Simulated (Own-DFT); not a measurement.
# Strain and stress in zincblende InP, 96 atoms (In48P48)

These are calculations, not measurements. The program, named Own-DFT, is a retired in-house plane-wave density functional code that no person has reviewed. Each row is one single-point run on a periodic cell that was not relaxed, without spin or spin-orbit coupling.

Settings of every run: PBE; PseudoDojo norm-conserving scalar-relativistic files; cutoff 36 hartree; 2 x 3 x 3 k mesh centred on Gamma; Fermi-Dirac smearing of 0.1 eV.

Known limits: forces not confirmed at this smearing and k mesh; stress not checked against mesh or cutoff.

Unstrained cell vectors in Å: (17.606, 0.000, 0.000); (0.000, 11.737, 0.000); (0.000, 0.000, 11.737). The unstrained cell has measured lattice constants (interpolated for alloys), not those of this functional. That, the random moves and any unrelaxed bonds set the pressure at no strain. Each run strains this cell uniformly, with the atoms carried along. Every atom was also moved at random, by a Gaussian of width 0.05 Å on each axis. Strain is the symmetric tensor, in per cent. Stress is positive in tension, and the pressure is minus a third of its trace.

| run | e_xx (%) | e_yy (%) | e_zz (%) | e_yz (%) | e_xz (%) | e_xy (%) | s_xx (GPa) | s_yy (GPa) | s_zz (GPa) | s_yz (GPa) | s_xz (GPa) | s_xy (GPa) | P (GPa) | E (meV/atom) |
|---|---|---|---|---|---|---|---|---|---|---|---|---|---|---|
| 1 | -0.30 | -0.63 | -0.20 | 0.92 | 0.40 | 0.36 | -4.40 | -4.54 | -4.35 | 1.43 | 0.74 | 0.83 | 4.43 | 17.2 |
| 2 | 1.53 | 1.21 | -0.01 | -1.43 | 1.16 | 1.91 | -1.62 | -1.65 | -2.15 | -1.81 | 1.51 | 2.48 | 1.81 | 6.4 |
| 3 | -1.59 | 0.25 | 0.44 | 1.82 | -1.70 | 1.55 | -4.96 | -4.36 | -4.24 | 2.27 | -2.72 | 2.34 | 4.52 | 33.6 |
| 4 | 0.52 | 1.27 | -0.48 | -1.45 | -0.50 | -1.42 | -2.72 | -2.45 | -3.12 | -2.56 | -0.60 | -1.76 | 2.76 | 12.4 |
| 5 | -0.52 | -0.10 | -0.76 | -1.96 | 0.25 | -0.85 | -4.87 | -4.77 | -4.98 | -2.82 | 0.48 | -1.29 | 4.87 | 32.7 |
| 6 | 1.64 | -0.38 | 0.43 | -1.56 | -0.66 | -1.37 | -2.15 | -2.93 | -2.64 | -2.20 | -0.75 | -1.94 | 2.58 | 12.9 |
| 7 | 1.77 | -1.77 | -1.75 | 0.75 | 0.51 | -1.18 | -4.09 | -5.52 | -5.48 | 1.16 | 0.52 | -2.39 | 5.03 | 28.5 |
| 8 | 0.18 | -0.19 | 0.21 | -0.16 | -0.71 | -0.05 | -3.36 | -3.50 | -3.37 | 0.25 | -0.76 | 0.00 | 3.41 | 9.6 |
| 9 | 0.48 | -1.12 | -1.40 | 1.54 | 1.22 | -1.12 | -4.91 | -5.51 | -5.68 | 2.30 | 1.27 | -2.02 | 5.36 | 37.9 |
| 10 | -1.79 | -1.29 | 1.78 | -1.03 | 0.16 | 0.71 | -5.13 | -4.95 | -3.69 | -1.11 | -0.32 | 1.17 | 4.59 | 21.8 |
| 11 | 1.01 | -0.52 | -1.72 | -1.39 | -0.36 | -0.85 | -4.20 | -4.85 | -5.24 | -2.48 | -1.10 | -1.51 | 4.76 | 32.8 |
| 12 | 1.43 | -1.18 | 1.94 | -0.59 | 0.29 | -0.26 | -1.77 | -2.76 | -1.63 | -0.99 | -0.05 | -0.18 | 2.05 | 4.9 |
| 13 | 0.69 | 1.90 | 0.54 | 0.32 | -0.44 | 0.09 | -1.57 | -1.17 | -1.65 | 0.82 | -0.58 | 0.02 | 1.47 | 0.0 |
| 14 | -1.32 | -1.16 | -1.67 | -0.98 | 0.79 | 0.29 | -7.02 | -7.04 | -7.12 | -0.92 | 1.23 | 0.22 | 7.06 | 48.8 |
| 15 | -1.18 | -0.99 | -0.66 | 0.57 | 1.72 | 0.85 | -6.12 | -6.06 | -6.03 | 1.28 | 2.16 | 1.57 | 6.07 | 45.7 |
| 16 | 0.99 | -0.69 | -0.46 | 1.94 | 0.07 | -0.57 | ? | ? | ? | ? | ? | ? | ? | ? |

E is the free energy for each atom above the lowest run shown.

## Worked fit

Each stress component was fitted by least squares to a constant and the strains of the runs shown, as fractions, with shears doubled. Shear strains stay in the fit of a normal stress only where such slopes are resolved. The slopes, in GPa:

```
stress,at no strain,per e_xx,per e_yy,per e_zz,scatter
s_xx,-3.8,102 ± 2,59 ± 3,67 ± 3,0.11
s_yy,-3.8,65 ± 3,98 ± 3,68 ± 3,0.12
s_zz,-3.8,63 ± 3,60 ± 3,106 ± 3,0.13
```

Each shear stress against twice its own strain: yz 72 ± 4, xz 70 ± 6, xy 68 ± 5 GPa. These are stiffnesses along x, y and z of the frame in which the cell vectors are given, which need not be the crystal's axes. The atoms are held to the strained lattice; where symmetry lets them move under strain, relaxing them would lower some slopes. The table should be nearly symmetric about its diagonal, and what it lacks of that shows the noise. A ninth of its sum, 76 ± 2 GPa, estimates the bulk modulus near the mean pressure of these runs, 4.1 GPa, so it lies above the value at zero pressure.

## Withheld run

Question: what normal stresses and pressure should run 16 give?

The fit gives s_xx = -3.5, s_yy = -4.1, s_zz = -4.1 and P = 3.9 GPa. The calculation gave -3.48, -4.10, -4.07 and P = 3.88 GPa.
